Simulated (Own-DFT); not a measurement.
Simulation results for Hf$_{36}$O$_{71}$ (tetragonal hafnia with one neutral oxygen vacancy, atoms displaced)

All values are calculated (Own-DFT development build). A calculation, not a measurement: plane-wave PBE and HSE06 DFT by an unreviewed code, no spin, of a simulated cell at Gamma alone, so results move with cell size and shape, stress positive in tension, energies less offsets, not probed for a lower state with spin; hafnium file: forces about 75 meV/angstrom off all-electron values; oxygen file: force components 24 meV/angstrom off all-electron in a glass; k mesh not checked against a denser one; forces and stress are PBE's, HSE06 gives the energy alone, and its difference from PBE has offsets of its own; offsets are fitted by least squares, one for each functional and potential file, so energies compare only between cells with the same atoms and settings and are not formation energies; the far tail of each file's local potential was reset to the Coulomb form; each entry is a single point on an unrelaxed cell, so the pressure reflects the starting lattice, taken from the Materials Project, from which strain is counted, and rises with the displacements; printed positions are rounded, which can move forces by about a meV/angstrom; the program is a retired in-house code; no spin-orbit coupling.

Common to all runs: first functional PBE; second functional HSE06; exact exchange share 0.25; screening 0.11 1/bohr; exchange divergence Gygi-Baldereschi; potential files PseudoDojo norm-conserving, scalar-relativistic, made for PBE, standard set; wave cutoff 48 hartree; occupations fixed; k mesh 1 x 1 x 1 centred on Gamma.

(1) Hf$_{36}$O$_{71}$ (tetragonal hafnia with one neutral oxygen vacancy, atoms displaced)

```
Hf36O71
1.0
     10.7800     0.0000     0.0000
      0.0000    10.7800     0.0000
      0.0000     0.0000    10.4493
Hf O Hf O Hf O Hf O Hf O Hf O Hf O Hf O Hf O Hf O Hf O Hf O Hf O Hf O Hf O Hf O Hf O Hf O
2 4 2 4 2 3 2 4 2 4 2 4 2 4 2 4 2 4 2 4 2 4 2 4 2 4 2 4 2 4 2 4 2 4 2 4
Direct
  0.98622 0.99319 0.99087
  0.17150 0.17178 0.25923
  0.01755 0.16373 0.13557
  0.16897 0.99680 0.34487
  0.00485 0.16762 0.40537
  0.16743 0.01202 0.08808
  0.99698 0.00841 0.50236
  0.18003 0.16772 0.76502
  0.00078 0.16670 0.65593
  0.16750 0.00939 0.84500
  0.99492 0.14659 0.90240
  0.16160 0.00327 0.59502
  0.99058 0.33353 0.99779
  0.16913 0.48180 0.24678
  0.99286 0.49264 0.15124
  0.00888 0.49623 0.39899
  0.15723 0.34020 0.10948
  0.99002 0.33609 0.49621
  0.16372 0.49574 0.73140
  0.99604 0.49444 0.66076
  0.16899 0.33475 0.84676
  0.99596 0.50167 0.90379
  0.16945 0.32781 0.59867
  0.99586 0.66198 0.98895
  0.16699 0.84276 0.25695
  0.00712 0.83670 0.13972
  0.16173 0.66824 0.35545
  0.99199 0.84947 0.41017
  0.16791 0.65585 0.08808
  0.99263 0.65469 0.51091
  0.17970 0.83529 0.75814
  0.00512 0.83602 0.65601
  0.17019 0.66853 0.85157
  0.00223 0.82883 0.90849
  0.17121 0.67661 0.59407
  0.33036 0.99623 0.00450
  0.50850 0.16853 0.25542
  0.32855 0.17269 0.16053
  0.50250 0.00322 0.35037
  0.33707 0.16878 0.40686
  0.50485 0.99507 0.08672
  0.33571 0.99390 0.52364
  0.50325 0.17543 0.76236
  0.33403 0.16379 0.65624
  0.48250 0.00112 0.84211
  0.33749 0.16712 0.90207
  0.48774 0.98716 0.59955
  0.34519 0.33861 0.00570
  0.49897 0.51087 0.24345
  0.33430 0.49628 0.15267
  0.49352 0.34169 0.34935
  0.33587 0.50326 0.41129
  0.50673 0.32110 0.09851
  0.34178 0.32071 0.50747
  0.48429 0.49303 0.74699
  0.33920 0.49340 0.65939
  0.50673 0.33262 0.84540
  0.33990 0.49965 0.91515
  0.50350 0.33029 0.59059
  0.33246 0.67484 0.98666
  0.49650 0.83733 0.25275
  0.33204 0.83316 0.15550
  0.50059 0.67531 0.33873
  0.33878 0.83046 0.40556
  0.48893 0.66420 0.09790
  0.33625 0.66025 0.49227
  0.49974 0.82233 0.76045
  0.33532 0.82330 0.65123
  0.50339 0.68313 0.85360
  0.33002 0.83138 0.90873
  0.49383 0.66721 0.60286
  0.66637 0.00539 0.00208
  0.83483 0.15737 0.24951
  0.65993 0.15774 0.15077
  0.82081 0.99516 0.34907
  0.67540 0.15798 0.38829
  0.83564 0.00347 0.09522
  0.67479 0.99888 0.51431
  0.82879 0.16374 0.76326
  0.67248 0.16514 0.64958
  0.83790 0.99691 0.85420
  0.66450 0.17276 0.91743
  0.83365 0.00996 0.60419
  0.66234 0.33540 0.00765
  0.84713 0.48398 0.24526
  0.68517 0.49172 0.14629
  0.81861 0.32841 0.35778
  0.66915 0.50277 0.40764
  0.82366 0.33036 0.09962
  0.66249 0.32657 0.51751
  0.82974 0.48168 0.75776
  0.65993 0.50096 0.65283
  0.83367 0.33350 0.84080
  0.66087 0.50622 0.90100
  0.82079 0.35019 0.60419
  0.67489 0.67682 0.99682
  0.83641 0.85111 0.24799
  0.68405 0.83080 0.14506
  0.83970 0.67074 0.33229
  0.66837 0.83871 0.40223
  0.83086 0.65865 0.10363
  0.66565 0.66660 0.49960
  0.82860 0.84219 0.75142
  0.66670 0.83673 0.65401
  0.83520 0.66771 0.84840
  0.67656 0.83273 0.89691
  0.83243 0.66237 0.59113
```

- PBE energy of cell above offsets: -87.272 eV
- HSE06 less PBE above offsets: 0.580 eV
- PBE pressure: 5.72 GPa
- PBE stress xx: -4.64 GPa
- PBE stress yy: -7.07 GPa
- PBE stress zz: -5.46 GPa
- PBE stress yz: 0.15 GPa
- PBE stress xz: -0.39 GPa
- PBE stress xy: 0.02 GPa

Force:
```csv
element,x (eV/Å),y (eV/Å),z (eV/Å)
Hf,3.982,-1.384,2.777
Hf,-0.562,-0.503,-1.076
O,-2.674,0.816,2.344
O,0.004,2.338,0.731
O,-0.557,0.909,-1.353
O,0.383,-1.187,0.134
Hf,1.707,-1.656,1.394
Hf,-2.156,0.636,-2.362
O,-1.317,0.982,0.797
O,0.86,-2.893,0.708
O,-0.615,5.26,-1.473
O,0.872,-0.067,0.865
Hf,1.961,-1.189,1.367
Hf,-0.448,2.336,0.507
O,2.997,-0.608,-1.48
O,-0.34,-0.88,0.536
O,1.205,0.029,-1.164
Hf,0.793,-1.23,0.979
Hf,0.298,0.42,2.332
O,0.122,0.303,-1.794
O,-0.441,0.997,0.824
O,-0.141,-2.476,-1.115
O,-0.527,1.258,-0.784
Hf,0.258,1.686,3.2
Hf,-0.929,-3.149,-0.928
O,-0.661,0.445,1.948
O,0.209,0.032,-1.334
O,0.054,-1.558,-0.573
O,-0.104,-0.163,0.048
Hf,1.89,3.231,-2.711
Hf,-2.621,-0.333,-1.656
O,-0.989,-0.212,1.062
O,0.166,-1.148,-1.779
O,-0.067,0.41,-1.995
O,-0.728,-2.085,1.141
Hf,-0.543,1.054,0.443
Hf,-1.791,0.204,1.354
O,1.732,0.109,-0.519
O,-0.413,-0.121,-0.733
O,-0.637,-1.015,0.327
O,-0.959,-0.247,1.095
Hf,-2.645,-0.305,-4.214
Hf,-1.352,-3.819,-1.436
O,1.629,0.679,0.103
O,1.484,0.158,0.261
O,0.263,1.278,0.643
O,5.016,0.955,1.292
Hf,-2.701,-0.928,1.071
Hf,1.746,-0.293,0.742
O,0.434,-1.325,0.652
O,0.54,-0.945,-0.523
O,-0.352,-2.707,-1.316
O,-1.159,0.674,0.326
Hf,-2.319,1.001,-2.416
Hf,5.906,2.748,2.155
O,-3.661,-0.209,-2.018
O,-0.555,1.065,1.157
O,0.962,-0.308,-2.12
O,-1.6,-0.34,3.593
Hf,-1.613,-2.889,4.246
Hf,0.553,1.056,-0.197
O,-0.041,0.755,-0.38
O,0.223,-1.643,1.178
O,0.185,0.79,-0.279
O,2.108,-0.072,-0.158
Hf,-1.442,3.203,0.527
Hf,0.168,4.86,-4.282
O,-0.334,1.039,1.347
O,-0.631,-5.407,1.81
O,-0.211,2.85,-2.24
O,1.101,-0.357,-0.104
Hf,-0.103,-1.847,0.686
Hf,-0.305,1.248,-0.104
O,2.238,-0.13,-0.204
O,0.863,3.474,1.151
O,-0.918,0.889,2.16
O,-1.412,0.823,1.488
Hf,-2.748,-0.979,-2.718
Hf,3.229,-1.083,-2.004
O,-1.524,0.14,1.028
O,-1.564,0.818,-0.292
O,0.406,-1.209,-2.803
O,0.217,-0.537,0.818
Hf,0.637,3.28,-0.043
Hf,-4.053,3.35,2.27
O,-3.468,-0.028,0.648
O,2.006,-0.752,-0.491
O,-0.708,-0.136,0.205
O,2.362,-1.541,-0.281
Hf,2.388,1.838,-5.054
Hf,-1.964,6.518,-2.146
O,-0.623,-0.366,0.843
O,0.338,-3.681,3.562
O,0.346,-1.227,0.27
O,2.191,-0.83,0.217
Hf,0.621,-1.93,1.76
Hf,1.918,-5.775,-0.39
O,-2.896,0.593,-0.252
O,0.377,-0.597,1.365
O,-0.265,-0.51,0.731
O,1.105,0.188,-2.364
Hf,0.244,-0.495,-0.858
Hf,2.014,-2.928,-0.686
O,0.034,0.227,-0.121
O,-0.238,0.004,-0.657
O,-0.623,2.049,-0.116
O,-1.097,0.219,0.889
```

(2) Hf$_{36}$O$_{71}$ (tetragonal hafnia with one neutral oxygen vacancy, atoms displaced)

```
Hf36O71
1.0
     10.7800     0.0000     0.0000
      0.0000    10.7800     0.0000
      0.0000     0.0000    10.4493
Hf O Hf O Hf O Hf O Hf O Hf O Hf O Hf O Hf O Hf O Hf O Hf O Hf O Hf O Hf O Hf O Hf O Hf O
2 4 2 4 2 4 2 4 2 4 2 4 2 4 2 4 2 3 2 4 2 4 2 4 2 4 2 4 2 4 2 4 2 4 2 4
Direct
  0.99896 0.00011 0.00186
  0.17035 0.16541 0.24857
  0.00036 0.16517 0.15062
  0.16765 0.00020 0.34734
  0.00381 0.16704 0.40407
  0.16813 0.00238 0.10126
  0.00109 0.00232 0.50278
  0.16619 0.16771 0.74711
  0.99738 0.16518 0.65212
  0.16422 0.00238 0.84516
  0.00564 0.16493 0.90059
  0.16427 0.99857 0.59436
  0.99797 0.33957 0.99858
  0.16312 0.49827 0.24947
  0.00224 0.50375 0.15427
  0.16749 0.33218 0.34988
  0.99683 0.49727 0.40263
  0.16254 0.33162 0.09213
  0.00150 0.33411 0.49997
  0.16452 0.49876 0.74509
  0.99768 0.49994 0.65259
  0.16631 0.33251 0.84719
  0.00333 0.50479 0.89817
  0.16707 0.33574 0.59222
  0.00078 0.66274 0.99879
  0.16580 0.83415 0.25000
  0.00310 0.83325 0.15299
  0.16446 0.66769 0.34403
  0.00103 0.83811 0.40360
  0.16985 0.66416 0.09426
  0.99669 0.66175 0.49717
  0.17012 0.83314 0.75651
  0.99777 0.83298 0.65379
  0.17083 0.66447 0.84551
  0.00073 0.83069 0.90168
  0.16690 0.67012 0.59203
  0.33604 0.99878 0.00167
  0.49935 0.16825 0.25146
  0.33315 0.16487 0.14890
  0.49761 0.00209 0.35009
  0.33547 0.16379 0.40442
  0.49725 0.00250 0.10323
  0.33421 0.99980 0.49936
  0.50205 0.17042 0.74957
  0.33465 0.16717 0.65232
  0.49885 0.99963 0.84718
  0.33420 0.16213 0.90561
  0.49896 0.00241 0.59566
  0.33603 0.33022 0.99698
  0.50089 0.50474 0.25088
  0.33608 0.49974 0.15406
  0.50108 0.33166 0.35141
  0.49962 0.33343 0.09400
  0.33378 0.33015 0.50496
  0.49970 0.49200 0.75160
  0.33012 0.50244 0.65206
  0.50173 0.33794 0.84177
  0.33016 0.50395 0.90018
  0.50052 0.32951 0.60156
  0.33197 0.67087 0.99790
  0.49787 0.83397 0.25028
  0.33449 0.83186 0.15069
  0.49624 0.66799 0.34967
  0.33519 0.83498 0.40219
  0.50212 0.66367 0.09467
  0.33616 0.66387 0.49714
  0.50047 0.83288 0.74917
  0.33359 0.83604 0.65483
  0.50110 0.66414 0.84928
  0.33143 0.83203 0.90122
  0.49860 0.66615 0.59918
  0.66563 0.00176 0.00435
  0.83495 0.16623 0.24851
  0.66571 0.16768 0.14760
  0.83157 0.00409 0.34799
  0.66976 0.16815 0.40095
  0.83823 0.00058 0.09984
  0.66983 0.00292 0.49622
  0.83680 0.16522 0.75228
  0.66255 0.16430 0.65317
  0.83300 0.00545 0.85079
  0.66260 0.16753 0.90302
  0.83418 0.00217 0.59567
  0.67101 0.33530 0.00316
  0.82991 0.50365 0.24750
  0.66967 0.49677 0.15592
  0.83263 0.33385 0.34331
  0.66784 0.50352 0.40170
  0.83238 0.33459 0.09673
  0.66746 0.33056 0.50144
  0.83251 0.50406 0.74777
  0.66785 0.50207 0.65388
  0.83252 0.33053 0.85005
  0.66334 0.50220 0.90332
  0.83916 0.33256 0.59660
  0.66553 0.66674 0.00589
  0.83320 0.83729 0.25776
  0.66811 0.83350 0.15173
  0.83126 0.66737 0.34494
  0.66729 0.83337 0.39994
  0.83215 0.66782 0.10030
  0.67114 0.67176 0.50085
  0.84011 0.83408 0.74958
  0.66687 0.83072 0.65390
  0.83379 0.67129 0.85243
  0.67003 0.83654 0.89896
  0.83269 0.66728 0.59752
```

- PBE energy of cell above offsets: -101.095 eV
- HSE06 less PBE above offsets: -0.156 eV
- PBE pressure: 0.9 GPa
- PBE stress xx: -0.93 GPa
- PBE stress yy: -0.21 GPa
- PBE stress zz: -1.55 GPa
- PBE stress yz: 0.06 GPa
- PBE stress xz: -0.04 GPa
- PBE stress xy: 0.06 GPa

Force:
```csv
element,x (eV/Å),y (eV/Å),z (eV/Å)
Hf,0.785,0.099,-0.301
Hf,-0.704,-0.21,0.014
O,-0.022,0.184,0.386
O,0.056,0.093,-0.147
O,-0.303,0.126,-0.217
O,0.015,-0.265,-0.579
Hf,0.302,-0.085,-0.293
Hf,-0.238,-0.56,0.606
O,0.819,0.162,-0.016
O,0.245,-0.339,0.153
O,-0.461,0.799,0.317
O,0.518,0.319,0.444
Hf,0.431,-1.279,-0.432
Hf,1.459,0.115,0.086
O,-1.005,-0.217,-0.745
O,0.499,0.406,-0.55
O,0.153,0.454,-0.24
O,0.8,0.261,0.434
Hf,-0.239,-0.614,-0.612
Hf,0.776,0.408,0.757
O,0.084,0.247,-0.457
O,0.087,0.221,-0.672
O,-0.366,-0.951,0.13
O,-0.232,-0.196,0.953
Hf,-0.208,1.257,0.539
Hf,0.124,0.303,0.031
O,-0.619,-0.051,0.203
O,0.128,-0.674,0.059
O,-0.503,-0.925,-0.052
O,-0.632,0.102,0.101
Hf,1.277,1.117,0.213
Hf,-0.286,0.058,-1.118
O,0.885,0.008,-0.12
O,-0.344,0.249,-0.096
O,0.115,0.398,0.296
O,-0.484,-0.348,-0.045
Hf,-0.407,0.058,-0.149
Hf,-0.115,-0.139,-0.309
O,0.354,0.515,0.555
O,0.528,-0.269,-0.45
O,-0.175,0.824,-0.414
O,0.596,-0.335,-0.285
Hf,-0.077,-0.565,0.418
Hf,-0.201,-1.377,0.296
O,-0.514,0.266,0.187
O,-0.044,0.077,0.263
O,0.116,0.93,-0.522
O,0.676,-0.171,-0.087
Hf,-0.815,0.843,0.228
Hf,-0.496,-0.747,0.27
O,-0.562,-0.237,0.846
O,-0.244,0.65,-0.272
O,0.24,-0.074,0.173
Hf,0.357,0.564,-1.089
Hf,-0.198,3.248,-0.667
O,0.519,-0.484,-0.551
O,-0.514,-1.816,1.5
O,0.279,-1.199,0.387
O,0.145,0.4,-0.32
Hf,0.509,-1.209,-0.2
Hf,0.008,0.431,0.129
O,0.003,-0.053,0.037
O,-0.2,-0.07,-0.362
O,0.007,-0.427,-0.12
O,-0.464,0.126,1.05
Hf,-0.066,-0.145,0.403
Hf,0.398,-0.479,0.223
O,-0.155,0.105,-0.011
O,-0.09,0.483,-0.345
O,-0.164,0.699,0.038
O,0.356,0.149,-0.691
Hf,0.122,-0.403,-0.876
Hf,0.103,0.578,-0.237
O,0.312,-0.137,0.779
O,-0.175,-0.279,0.235
O,-0.174,-0.058,-0.001
O,-1.09,-0.065,0.158
Hf,-0.844,-0.19,0.952
Hf,-0.613,0.199,-0.069
O,1.366,0.325,-0.384
O,0.313,-0.799,-0.138
O,-0.094,0.202,0.13
O,-0.424,-0.088,0.301
Hf,-0.715,-0.322,-0.759
Hf,0.634,-0.551,0.715
O,-0.795,0.126,-0.703
O,-0.021,-0.063,0.132
O,0.045,-0.38,0.428
O,0.8,0.114,0.225
Hf,0.266,0.882,-0.296
Hf,-0.505,-0.138,0.834
O,0.062,-0.432,-0.153
O,0.16,0.926,-0.297
O,0.545,-0.466,0.31
O,-1.273,0.044,0.081
Hf,0.398,0.919,-1.753
Hf,0.514,-0.23,-1.414
O,-0.341,0.263,0.407
O,0.349,0.334,0.807
O,0.174,0.419,0.043
O,0.514,-0.391,-0.056
Hf,-1.508,-0.678,0.489
Hf,-1.402,0.334,0.892
O,0.478,0.11,-0.562
O,0.185,-1.021,-0.751
O,-0.351,-0.132,1.12
O,0.488,-0.203,0.23
```
